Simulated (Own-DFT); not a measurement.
SiC (4H silicon carbide, strained, atoms displaced) (calculated)

A calculation, not a measurement: plane-wave PBE density functional theory by an unreviewed code, no spin, of a simulated periodic cell, stress positive in tension, free energy of the whole cell less one offset for each atom, forces on such cells passed a denser k mesh, this cell's mesh not checked; offsets are fitted by least squares, one for each functional and potential file, so energies compare only between cells with the same atoms and settings and are not formation energies; the far tail of each file's local potential was reset to the Coulomb form; each entry is a single point on an unrelaxed cell, so the pressure reflects the starting lattice, mostly measured values (interpolated for alloys), from which strain is counted, and rises with the displacements; printed positions are rounded, which can move forces by about a meV/angstrom; the program, named Own-DFT, is a retired in-house code; no spin-orbit coupling. Program: Own-DFT development build.

Common to all runs: functional PBE; potential files PseudoDojo norm-conserving, scalar-relativistic, standard set; wave cutoff 42 hartree; occupations Fermi-Dirac; smearing width 0.1 eV; hardware one NVIDIA H100; k mesh 4 x 4 x 3 centred on Gamma.

(1) SiC (4H silicon carbide, strained, atoms displaced)

```
CELL_PARAMETERS angstrom
9.11480 0.17560 -0.06770
-4.40530 8.03840 0.03270
-0.07370 -0.00150 9.89690
ATOMIC_POSITIONS crystal
Si 0.00042 0.00031 0.40085
Si 0.11128 0.22120 0.15790
C 0.99568 0.99633 0.08390
C 0.10761 0.22021 0.33625
Si 0.99346 0.32848 0.41160
Si 0.11049 0.55311 0.15396
C 0.99786 0.32958 0.08636
C 0.12750 0.56433 0.35105
Si 0.99248 0.65736 0.40125
Si 0.11501 0.89716 0.15283
C 0.99587 0.66310 0.09747
C 0.10287 0.88772 0.33223
Si 0.34303 0.00024 0.39860
Si 0.43967 0.22368 0.15517
C 0.32676 0.00725 0.08555
C 0.43721 0.22184 0.34422
Si 0.33779 0.32877 0.40013
Si 0.45196 0.56212 0.16316
C 0.33878 0.32362 0.09401
C 0.45106 0.55726 0.33972
Si 0.33547 0.67501 0.40252
Si 0.43968 0.88570 0.16785
C 0.33188 0.66701 0.08961
C 0.43888 0.88264 0.34341
Si 0.66324 0.00180 0.41232
Si 0.77413 0.22324 0.16324
C 0.65865 0.99875 0.09084
C 0.77362 0.22202 0.34498
Si 0.65368 0.31900 0.41039
Si 0.77803 0.55667 0.15879
C 0.65513 0.32866 0.09822
C 0.78530 0.56341 0.34082
Si 0.66796 0.66671 0.40718
Si 0.78234 0.89234 0.15718
C 0.66830 0.66991 0.09428
C 0.77713 0.88928 0.34891
Si 0.00308 0.99852 0.90265
Si 0.89507 0.78588 0.65548
C 0.99389 0.00398 0.59391
C 0.89781 0.78551 0.83917
Si 0.00799 0.66494 0.91038
Si 0.88501 0.44347 0.65348
C 0.99323 0.66271 0.60020
C 0.88520 0.45009 0.83928
Si 0.99510 0.32859 0.90755
Si 0.89130 0.10687 0.65787
C 0.00378 0.33858 0.59610
C 0.90007 0.11434 0.84569
Si 0.67392 0.99850 0.90427
Si 0.55939 0.77501 0.65416
C 0.67660 0.99479 0.59727
C 0.55830 0.78356 0.85118
Si 0.67124 0.68408 0.89766
Si 0.56271 0.44590 0.66500
C 0.67114 0.66622 0.59471
C 0.55543 0.44022 0.84954
Si 0.66576 0.34613 0.90878
Si 0.56102 0.11512 0.65743
C 0.67649 0.33278 0.59537
C 0.55741 0.11533 0.83780
Si 0.34800 0.00926 0.91625
Si 0.22511 0.77886 0.66030
C 0.33647 0.00521 0.58848
C 0.22104 0.77452 0.83755
Si 0.32912 0.66634 0.90720
Si 0.23233 0.45328 0.64675
C 0.32660 0.66326 0.60227
C 0.21961 0.44703 0.84160
Si 0.33664 0.34226 0.89602
Si 0.22231 0.10695 0.65361
C 0.33303 0.32761 0.60090
C 0.23016 0.11902 0.83939
```

* free energy of cell above offsets: -3.611 eV
* pressure: 10.09 GPa
* stress xx: -12.89 GPa
* stress yy: 1.03 GPa
* stress zz: -18.41 GPa
* stress yz: -0.11 GPa
* stress xz: -2.3 GPa
* stress xy: 9.4 GPa
* wall time: 365.3 s

Force:
```tsv
element	x (eV/Å)	y (eV/Å)	z (eV/Å)
Si	-0.526	0.225	0.805
Si	0.597	-0.316	-2.965
C	-0.092	0.985	2.078
C	0.23	0.248	2.716
Si	1.171	1.238	-0.825
Si	0.629	-0.211	0.614
C	-0.647	0.512	3.025
C	-2.697	-2.707	-1.798
Si	1.496	2.369	1.541
Si	-0.661	-1.626	-1.322
C	0.516	0.877	-0.542
C	2.117	-0.212	2.625
Si	-4.077	0.023	1.427
Si	2.694	-1.541	0.543
C	1.681	-0.999	5.162
C	3.289	-1.908	-0.896
Si	-3.611	1.889	2.178
Si	0	-1.208	-3.697
C	-4.878	3.519	-1.404
C	-0.704	-0.22	2.997
Si	1.81	-1.994	2.267
Si	0.232	0.399	-5.255
C	-0.152	0.083	2.063
C	1.739	1.497	1.672
Si	1.508	-0.502	-0.979
Si	0.329	-0.735	-2.837
C	0.542	0.441	1.707
C	0.361	-0.682	1.229
Si	0.295	2.869	-0.734
Si	-0.431	-0.487	-1.333
C	1.405	1.256	-0.11
C	-1.322	-2.732	1.196
Si	0.408	0.399	-0.308
Si	-0.806	-0.614	-0.431
C	-0.047	0.454	-0.588
C	-0.383	0.127	-0.625
Si	1.498	0.784	-0.57
Si	-0.23	-0.664	-0.483
C	3.475	-1.013	-1.563
C	-0.644	-0.843	1.262
Si	-1.421	0.261	-1.26
Si	1.526	1.171	0.782
C	1.224	0.998	-2.1
C	0.416	-0.794	1.68
Si	0.099	1.22	-2.25
Si	-1.131	2.577	0.62
C	0.289	-1.183	-0.104
C	-2.07	-0.471	-0.492
Si	-1.135	1.656	0.084
Si	-1.211	0.139	1.071
C	-2.471	0.409	-0.091
C	-2.101	0.039	-2.398
Si	3.121	-2.706	2.393
Si	-0.518	-0.5	-1.625
C	-0.085	-0.667	0.338
C	-2.599	3.654	-1.35
Si	3.488	-2.748	0.76
Si	-0.106	-0.889	-0.761
C	-2.26	-0.837	-0.472
C	0.813	0.36	2.422
Si	-1.093	-0.692	-5.62
Si	-1.689	0.401	-1.993
C	1.265	-1.355	-0.241
C	-0.189	1.698	3.27
Si	1.034	-0.127	-1.037
Si	-1.215	-2.484	2.079
C	2.37	2.288	-2.741
C	-0.334	0.536	0.009
Si	0.021	-1.777	1.902
Si	-0.927	0.677	0.39
C	0.882	1.17	-2.188
C	-0.104	-1	1.077
```

(2) SiC (4H silicon carbide, strained, atoms displaced)

```
CELL_PARAMETERS angstrom
9.37390 -0.13440 0.07170
-4.80340 8.12510 -0.16760
0.07800 -0.16570 10.17320
ATOMIC_POSITIONS crystal
Si 0.99367 0.00325 0.40573
Si 0.10863 0.22338 0.15516
C 0.99031 0.98917 0.09642
C 0.11237 0.22583 0.33978
Si 0.99369 0.33118 0.41267
Si 0.10654 0.54656 0.15515
C 0.00180 0.33168 0.09047
C 0.10527 0.55121 0.34745
Si 0.99424 0.66553 0.40381
Si 0.10122 0.87898 0.16227
C 0.99606 0.65870 0.09557
C 0.10820 0.88054 0.34163
Si 0.32785 0.99490 0.40778
Si 0.44598 0.21929 0.15512
C 0.32856 0.00467 0.09401
C 0.45195 0.22580 0.34905
Si 0.33119 0.32370 0.40988
Si 0.44463 0.55416 0.15587
C 0.33705 0.32475 0.09364
C 0.45104 0.55763 0.34142
Si 0.33407 0.66825 0.41101
Si 0.44156 0.88850 0.15776
C 0.33547 0.66336 0.08961
C 0.44194 0.89015 0.34493
Si 0.67153 0.00211 0.41258
Si 0.77580 0.21331 0.15170
C 0.66416 0.00166 0.10539
C 0.77844 0.21902 0.33588
Si 0.66184 0.32461 0.40595
Si 0.77225 0.54669 0.15958
C 0.67134 0.33126 0.09482
C 0.77035 0.54630 0.34321
Si 0.67449 0.66547 0.40720
Si 0.76963 0.89734 0.15466
C 0.66140 0.66588 0.09801
C 0.77403 0.88256 0.34068
Si 0.99625 0.00307 0.90607
Si 0.88794 0.77960 0.65162
C 0.98841 0.98804 0.60279
C 0.90004 0.78673 0.84510
Si 0.99232 0.66215 0.90856
Si 0.88736 0.43976 0.66414
C 0.99729 0.66681 0.59746
C 0.89418 0.45289 0.84303
Si 0.99390 0.32253 0.89932
Si 0.88038 0.09942 0.66743
C 0.99302 0.32278 0.59073
C 0.87461 0.10262 0.83558
Si 0.67842 0.01750 0.91452
Si 0.55220 0.78441 0.66223
C 0.67187 0.00524 0.58899
C 0.55392 0.78002 0.83935
Si 0.66726 0.66038 0.90547
Si 0.56231 0.44463 0.65112
C 0.66202 0.66539 0.59776
C 0.55299 0.43805 0.84297
Si 0.65777 0.33868 0.90474
Si 0.55904 0.11707 0.65874
C 0.66262 0.34404 0.59141
C 0.56117 0.11341 0.84684
Si 0.33553 0.99908 0.91155
Si 0.22032 0.77403 0.66070
C 0.33212 0.00244 0.59986
C 0.21782 0.77653 0.84238
Si 0.32721 0.66086 0.90265
Si 0.22355 0.45180 0.64423
C 0.32132 0.66776 0.59508
C 0.22492 0.44357 0.83642
Si 0.32875 0.33241 0.90677
Si 0.22093 0.10228 0.65275
C 0.32850 0.32518 0.59588
C 0.22597 0.11319 0.83758
```

- free energy of cell above offsets: -6.673 eV
- pressure: -1.62 GPa
- stress xx: 4.53 GPa
- stress yy: 0.35 GPa
- stress zz: -0.02 GPa
- stress yz: -5.55 GPa
- stress xz: 2.6 GPa
- stress xy: -5.05 GPa
- wall time: 369.2 s

Force:
```tsv
element	x (eV/Å)	y (eV/Å)	z (eV/Å)
Si	0.867	-0.478	0.077
Si	1.13	-0.895	-0.167
C	-0.221	1.667	-0.562
C	-0.338	-0.589	1.286
Si	0.546	0.167	-2.079
Si	0.146	1.517	0.544
C	-0.224	-1.451	-0.875
C	0.376	0.216	-0.325
Si	0.779	-1.026	1.054
Si	0.118	0.784	-1.741
C	-0.021	-0.016	-0.023
C	-1.105	1.22	1.381
Si	0.625	0.75	0.203
Si	-0.068	0.819	0.997
C	0.87	-1.947	0.594
C	-1.893	-2.142	-1.288
Si	-0.131	1.77	-0.709
Si	-0.35	-0.465	0.177
C	-1.476	0.983	-0.119
C	-0.993	-0.635	1.417
Si	0.022	-0.354	-1.606
Si	-0.999	-0.599	0.114
C	-0.775	-0.022	0.561
C	0.533	-0.262	0.588
Si	-0.559	-0.51	-2.658
Si	-0.32	3.12	1.222
C	-0.32	-0.85	-2.866
C	-0.409	-0.09	1.819
Si	1.414	1.317	-0.012
Si	-0.336	1.357	-0.381
C	-0.649	-0.785	-0.793
C	0.65	0.371	0.528
Si	-1.737	-0.272	-0.097
Si	2.254	-2.483	0.889
C	1.048	0.166	-1.202
C	-0.334	0.949	0.847
Si	1.536	-0.298	0.248
Si	0.362	-2.111	1.923
C	0.487	2.596	-2.179
C	-1.301	-1.881	-0.285
Si	0.786	2.196	0.057
Si	-0.449	1.07	-2.364
C	0.202	-0.466	-0.901
C	-0.413	-2.826	0.825
Si	0.257	2.495	0.366
Si	0.721	1.13	-4.851
C	-0.182	0.355	1.968
C	2.234	1.14	3.966
Si	-2.439	-3.486	-0.42
Si	0.536	-0.789	-1.792
C	-1.241	-0.576	2.138
C	0.426	0.258	2.42
Si	-0.558	1.523	0.15
Si	-3.331	0.691	1.397
C	-0.17	0.472	-0.717
C	-0.707	1.017	-0.515
Si	2.402	-0.74	0.758
Si	-0.367	-0.078	-0.451
C	3.623	-2.554	0.111
C	-0.435	0.246	0.161
Si	-0.97	0.053	-1.43
Si	-1.856	1.179	-0.404
C	1.433	-1.315	-1.265
C	0.71	-0.287	1.471
Si	0.155	1.153	0.095
Si	0.528	-2.302	1.65
C	2.276	0.426	-0.439
C	-0.862	-0.853	0.333
Si	0.678	-0.242	-0.716
Si	-1.634	1.167	1.122
C	-0.026	0.9	-0.767
C	-0.532	-0.566	1.544
```
